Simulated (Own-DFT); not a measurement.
Simulation results for Si12O23 (quartz with two neutral oxygen vacancies, atoms displaced)

Computed with Own-DFT development build. A calculation, not a measurement: plane-wave PBE and HSE06 DFT by an unreviewed code, no spin, of a simulated cell at Gamma alone, so results move with cell size and shape, stress positive in tension, energies less offsets, not probed for a lower state with spin; oxygen file: force components 24 meV/angstrom off all-electron in a glass; k mesh not checked against a denser one; forces and stress are PBE's, HSE06 gives the energy alone, and its difference from PBE has offsets of its own; offsets are fitted by least squares, one for each functional and potential file, so energies compare only between cells with the same atoms and settings and are not formation energies; the far tail of each file's local potential was reset to the Coulomb form; each entry is a single point on an unrelaxed cell, so the pressure reflects the starting lattice, mostly measured values (interpolated for alloys), from which strain is counted, and rises with the displacements; printed positions are rounded, which can move forces by about a meV/angstrom; the program, named Own-DFT, is a retired in-house code; no spin-orbit coupling.

Common to all runs: first functional PBE; second functional HSE06; exact exchange share 0.25; screening 0.11 1/bohr; exchange divergence Gygi-Baldereschi; potential files PseudoDojo norm-conserving, scalar-relativistic, made for PBE, standard set; wave cutoff 48 hartree; occupations fixed; k mesh 1 x 1 x 1 centred on Gamma.

```yaml
- entry: 1
  formula: Si12O23
  kind: "quartz with two neutral oxygen vacancies, atoms displaced"
  structure:
    cell_angstrom: [[9.8268, 0.0, 0.0], [-4.9134, 8.5103, 0.0], [0.0, 0.0, 10.8104]]
    atoms_fractional:
      - [Si, 0.24331, 0.01025, 0.00198]
      - [Si, 0.00063, 0.24115, 0.3381]
      - [Si, 0.26457, 0.25816, 0.1696]
      - [O, 0.20188, 0.13077, 0.06004]
      - [O, 0.42806, 0.29114, 0.22555]
      - [O, 0.36698, 0.07458, 0.39494]
      - [O, 0.08217, 0.36958, 0.43742]
      - [O, 0.13383, 0.20559, 0.2723]
      - [O, 0.29298, 0.42821, 0.11092]
      - [Si, 0.23127, 0.00707, 0.50513]
      - [Si, 0.99975, 0.23651, 0.84371]
      - [Si, 0.26337, 0.26924, 0.67102]
      - [O, 0.20471, 0.12965, 0.55804]
      - [O, 0.4315, 0.29666, 0.73266]
      - [O, 0.37059, 0.07914, 0.89589]
      - [O, 0.06567, 0.36508, 0.94515]
      - [O, 0.12932, 0.20769, 0.76992]
      - [O, 0.29425, 0.42633, 0.60944]
      - [Si, 0.2277, 0.49935, 0.99738]
      - [Si, 0.00805, 0.73995, 0.32979]
      - [Si, 0.26409, 0.77129, 0.16926]
      - [O, 0.20257, 0.63697, 0.06362]
      - [O, 0.42789, 0.78847, 0.23044]
      - [O, 0.35968, 0.57752, 0.39673]
      - [O, 0.06694, 0.85647, 0.44264]
      - [O, 0.135, 0.69954, 0.26956]
      - [O, 0.29017, 0.93423, 0.10496]
      - [Si, 0.22698, 0.49539, 0.50229]
      - [Si, 0.9983, 0.72918, 0.84171]
      - [Si, 0.26576, 0.76261, 0.66554]
      - [O, 0.21563, 0.63825, 0.56496]
      - [O, 0.42474, 0.78834, 0.73119]
      - [O, 0.36878, 0.57235, 0.88296]
      - [O, 0.07918, 0.86078, 0.93873]
      - [O, 0.13712, 0.70307, 0.77279]
      - [O, 0.29125, 0.92428, 0.60599]
      - [Si, 0.74419, 0.01305, 0.00372]
      - [Si, 0.50211, 0.23801, 0.33989]
      - [Si, 0.7657, 0.26736, 0.16623]
      - [O, 0.72428, 0.14766, 0.06294]
      - [O, 0.93304, 0.30347, 0.22647]
      - [O, 0.86179, 0.08306, 0.39405]
      - [O, 0.57936, 0.3703, 0.43775]
      - [O, 0.6325, 0.21393, 0.27248]
      - [O, 0.79314, 0.42941, 0.11452]
      - [Si, 0.73381, 0.01046, 0.51318]
      - [Si, 0.48959, 0.22708, 0.84054]
      - [Si, 0.75513, 0.2599, 0.66708]
      - [O, 0.71587, 0.14298, 0.56207]
      - [O, 0.92113, 0.28918, 0.72793]
      - [O, 0.87791, 0.07274, 0.89086]
      - [O, 0.57743, 0.36497, 0.93896]
      - [O, 0.63069, 0.19549, 0.77219]
      - [O, 0.78362, 0.42654, 0.60396]
      - [Si, 0.72765, 0.49113, 0.9997]
      - [Si, 0.49407, 0.72664, 0.33596]
      - [Si, 0.75623, 0.76037, 0.16418]
      - [O, 0.69932, 0.63396, 0.05421]
      - [O, 0.92772, 0.79424, 0.22394]
      - [O, 0.8736, 0.57937, 0.39079]
      - [O, 0.57122, 0.8584, 0.4322]
      - [O, 0.63455, 0.7121, 0.2782]
      - [O, 0.79188, 0.9211, 0.10774]
      - [Si, 0.72482, 0.49834, 0.49813]
      - [Si, 0.50703, 0.7346, 0.83286]
      - [Si, 0.76643, 0.76578, 0.65946]
      - [O, 0.70049, 0.63021, 0.55238]
      - [O, 0.87418, 0.5835, 0.88824]
      - [O, 0.56874, 0.86301, 0.94473]
      - [O, 0.8004, 0.92886, 0.61419]
  results:
    "PBE_energy_of_cell_above_offsets [eV]": "-15.399"
    "HSE06_less_PBE_above_offsets [eV]": "0.066"
    "PBE_pressure [GPa]": 9.8
    "PBE_stress_xx [GPa]": -3.54
    "PBE_stress_yy [GPa]": -16.83
    "PBE_stress_zz [GPa]": -9.04
    "PBE_stress_yz [GPa]": -2.73
    "PBE_stress_xz [GPa]": 1.66
    "PBE_stress_xy [GPa]": -0.46
    force_element: [Si, Si, Si, O, O, O, O, O, O, Si, Si, Si, O, O, O, O, O, O, Si, Si, Si, O, O, O, O, O, O, Si, Si, Si, O, O, O, O, O, O, Si, Si, Si, O, O, O, O, O, O, Si, Si, Si, O, O, O, O, O, O, Si, Si, Si, O, O, O, O, O, O, Si, Si, Si, O, O, O, O]
    "force_x [eV/angstrom]": [-2.786, 0.53, -1.14, -0.889, 0.626, -0.498, -2.243, -1.741, -0.407, 4.217, -0.149, 2.346, -3.996, -1.977, -1.391, -0.6, -0.711, -0.553, 3.091, -1.559, 3.479, 0.666, -2.794, -0.253, 1.055, -1.9, 2.564, 2.89, 3.096, 0.242, -0.194, -0.819, -2.17, 0.629, -1.976, -0.258, 0.88, -0.883, 0.611, -0.588, -0.065, -0.576, -3.024, 1.237, -1.135, 3.346, 4.851, 1.246, -2.588, 0.361, -1.968, -1.537, -3.425, 1.031, 2.487, 0.569, 1.984, 0.84, -0.59, -1.379, 1.313, 1.538, -1.283, 5.782, 2.896, 1.379, -2.015, -4.766, 1.171, -2.131]
    "force_y [eV/angstrom]": [-3.265, -1.955, 2.712, 0.863, 0.097, -0.372, -0.883, -0.526, -0.407, -6.703, 0.91, -1.255, 5.863, -0.141, -5.255, 0.794, -0.368, 1.119, 2.707, -1.734, 0.483, -1.023, 0.935, -2.71, 3.239, -0.106, -1.601, 3.825, 6.826, 2.498, -3.295, 1.301, -3.13, 3.696, -0.354, 0.946, -5.067, -1.586, 2.273, -1.988, -0.21, -1.069, -2.065, -0.766, 1.744, -6.607, 5.241, 5.313, 0.001, 0.085, -3.019, -1.819, -0.51, -1.521, 5.011, 0.575, -0.655, -1.782, -0.097, -1.968, 5.433, -1.201, 3.084, 3.541, 0.936, -3.356, 1.944, -10.44, 2.786, 4.031]
    "force_z [eV/angstrom]": [-1.89, -3.749, -0.784, -0.317, 0.454, 0.655, 0.748, 1.793, -1.115, -3.514, -5.554, -0.788, 3.841, -1.301, 2.019, 1.045, 1.683, -1.006, 1.684, -0.511, -1.48, -1.627, -2.555, 0.71, 1.71, 2.11, 3.011, 1.892, -7.788, 2.677, -3.08, -1.354, 2.774, 2.478, 1.31, -0.095, -1.816, -2.744, 4.558, -2.754, 0.294, 1.542, -0.533, -0.223, -2.047, -5.346, -5.122, 2.18, -1.487, 0.723, 2.693, -0.506, 2.683, 1.465, 1.492, -1.439, 2.043, -0.841, -0.753, 1.285, 5.303, -0.946, -1.476, -0.636, -1.835, 4.999, 0.627, 5.54, 1.458, -2.464]
- entry: 2
  formula: Si12O23
  kind: "quartz with two neutral oxygen vacancies, atoms displaced"
  structure:
    cell_angstrom: [[9.8268, 0.0, 0.0], [-4.9134, 8.5103, 0.0], [0.0, 0.0, 10.8104]]
    atoms_fractional:
      - [Si, 0.24157, 0.00934, 0.00136]
      - [Si, 0.00019, 0.23601, 0.33068]
      - [Si, 0.26873, 0.26033, 0.17122]
      - [O, 0.21034, 0.13772, 0.06112]
      - [O, 0.42808, 0.28795, 0.22585]
      - [O, 0.07618, 0.36861, 0.4447]
      - [O, 0.13194, 0.20366, 0.28234]
      - [O, 0.28909, 0.42096, 0.10304]
      - [Si, 0.22813, 0.99524, 0.49712]
      - [Si, 0.99847, 0.23225, 0.82866]
      - [Si, 0.26185, 0.26612, 0.65852]
      - [O, 0.19951, 0.11931, 0.5572]
      - [O, 0.42543, 0.30106, 0.72516]
      - [O, 0.37092, 0.07254, 0.89642]
      - [O, 0.07047, 0.37424, 0.94365]
      - [O, 0.1396, 0.20353, 0.77609]
      - [O, 0.29438, 0.43293, 0.61005]
      - [Si, 0.24251, 0.50878, 0.99676]
      - [Si, 0.00758, 0.73523, 0.3403]
      - [Si, 0.25863, 0.76479, 0.16948]
      - [O, 0.1997, 0.6332, 0.05436]
      - [O, 0.42695, 0.794, 0.2193]
      - [O, 0.36234, 0.57332, 0.3877]
      - [O, 0.13732, 0.70713, 0.27822]
      - [O, 0.28842, 0.92155, 0.1077]
      - [Si, 0.2431, 0.49853, 0.49917]
      - [Si, 0.99551, 0.7312, 0.83372]
      - [Si, 0.27424, 0.77338, 0.66809]
      - [O, 0.20851, 0.63094, 0.55837]
      - [O, 0.42661, 0.79513, 0.72144]
      - [O, 0.36469, 0.56798, 0.89078]
      - [O, 0.07125, 0.86399, 0.94215]
      - [O, 0.14426, 0.71451, 0.77553]
      - [O, 0.29688, 0.93681, 0.60546]
      - [Si, 0.74157, 0.9912, 0.004]
      - [Si, 0.49347, 0.23063, 0.33048]
      - [Si, 0.77351, 0.27074, 0.16476]
      - [O, 0.69413, 0.13083, 0.0616]
      - [O, 0.92232, 0.29186, 0.2247]
      - [O, 0.859, 0.06995, 0.3937]
      - [O, 0.57103, 0.37134, 0.44175]
      - [O, 0.64659, 0.21167, 0.27737]
      - [O, 0.79115, 0.42377, 0.104]
      - [Si, 0.72754, 0.99436, 0.49355]
      - [Si, 0.49382, 0.24002, 0.84004]
      - [Si, 0.76232, 0.26951, 0.66788]
      - [O, 0.70747, 0.14354, 0.55952]
      - [O, 0.93387, 0.29938, 0.72378]
      - [O, 0.87274, 0.08151, 0.89251]
      - [O, 0.56719, 0.36316, 0.94077]
      - [O, 0.63321, 0.20615, 0.77341]
      - [O, 0.79198, 0.42665, 0.61242]
      - [Si, 0.72831, 0.49056, 0.00302]
      - [Si, 0.50797, 0.74068, 0.33657]
      - [Si, 0.76126, 0.7639, 0.17516]
      - [O, 0.70557, 0.63086, 0.06171]
      - [O, 0.93526, 0.79412, 0.22108]
      - [O, 0.87522, 0.57683, 0.39515]
      - [O, 0.56951, 0.86057, 0.43068]
      - [O, 0.62731, 0.70089, 0.26544]
      - [O, 0.79963, 0.93084, 0.10861]
      - [Si, 0.75265, 0.5178, 0.49758]
      - [Si, 0.49778, 0.74048, 0.83328]
      - [Si, 0.7584, 0.76443, 0.66214]
      - [O, 0.70438, 0.62933, 0.56113]
      - [O, 0.92305, 0.78651, 0.72355]
      - [O, 0.8575, 0.56703, 0.89759]
      - [O, 0.5673, 0.86902, 0.9447]
      - [O, 0.63333, 0.70379, 0.7803]
      - [O, 0.78211, 0.91836, 0.5992]
  results:
    "PBE_energy_of_cell_above_offsets [eV]": "-17.512"
    "HSE06_less_PBE_above_offsets [eV]": "0.392"
    "PBE_pressure [GPa]": 6.42
    "PBE_stress_xx [GPa]": -6.53
    "PBE_stress_yy [GPa]": -5.17
    "PBE_stress_zz [GPa]": -7.54
    "PBE_stress_yz [GPa]": 1.84
    "PBE_stress_xz [GPa]": 0.27
    "PBE_stress_xy [GPa]": 0.61
    force_element: [Si, Si, Si, O, O, O, O, O, Si, Si, Si, O, O, O, O, O, O, Si, Si, Si, O, O, O, O, O, Si, Si, Si, O, O, O, O, O, O, Si, Si, Si, O, O, O, O, O, O, Si, Si, Si, O, O, O, O, O, O, Si, Si, Si, O, O, O, O, O, O, Si, Si, Si, O, O, O, O, O, O]
    "force_x [eV/angstrom]": [-0.803, -1.579, -3.6, -0.538, -0.792, -0.616, 2.337, 0.829, 2.259, 1.619, 1.182, -3.242, 0.622, 0.118, 0.421, -0.867, 1.401, -2.574, -0.385, 2.776, -0.124, 1.375, 1.638, -0.003, -0.958, -3.075, 1.123, -4.249, -0.133, 4.107, 1.801, 0.408, -1.604, 1.387, -5.196, 3.705, -3.7, 2.362, 4.694, 1.603, 1.189, -2.13, 0.742, -2.139, 1.8, 2.114, 1.35, -1.083, -1.394, -0.453, -2.36, -1.33, -1.227, -3.865, 5.035, -0.403, -0.457, 1.383, 0.009, -2.223, 2.292, -2.509, 1.13, 1.359, -1.39, -0.954, 1.319, 0.839, -0.246, -0.12]
    "force_y [eV/angstrom]": [-4.155, 0.536, 2.133, -0.444, 1.483, -1.82, -0.103, -0.417, -2.155, 4.368, -1.53, 4.004, -0.563, -0.04, -1.528, 0.085, -0.766, -3.04, 4.821, -1.275, 1.323, -0.385, 0.794, -1.145, 2.228, 1.547, -0.35, -1.783, 1.733, 0.908, 2.389, 1.139, -0.282, -1.415, 4.352, -1.61, -3.251, -1.409, 0.808, 1.385, 1.023, 0.04, 0.661, 3.593, -2.136, -1.107, -3.601, -0.256, -3.829, 2.096, -0.022, 3.909, 2.6, -7.058, 0.576, 0.566, -0.449, -0.566, 5.956, -1.188, -1.903, -7.492, -1.289, -1.268, 1.379, 0.322, 1.292, -0.157, 0.83, 0.908]
    "force_z [eV/angstrom]": [-0.068, 2.269, -0.59, -0.318, -2.168, -1.532, -1.659, 1.231, -4.988, 1.221, 1.913, 2.069, 0.513, -0.581, -1.744, -0.54, 0.835, 1.885, -0.642, -2.239, 1.413, 1.646, -0.851, 0.883, -0.641, -0.551, 0.855, -3.273, 1.016, 1.613, -2.397, 0.217, 0.704, 1.127, -3.028, 5.064, -1.278, -0.845, 1.853, -2.091, -0.415, 0.911, 1.16, 2.588, -5.588, 1.218, -2.284, -0.901, 2.033, 2.724, 1.858, -2.361, -0.497, -8.172, -5.162, 0.836, 1.531, -1.572, 6.309, 3.63, 3.059, 2.74, 0.835, 3.482, -0.158, -0.876, -1.892, -0.363, -1.08, 0.111]
```
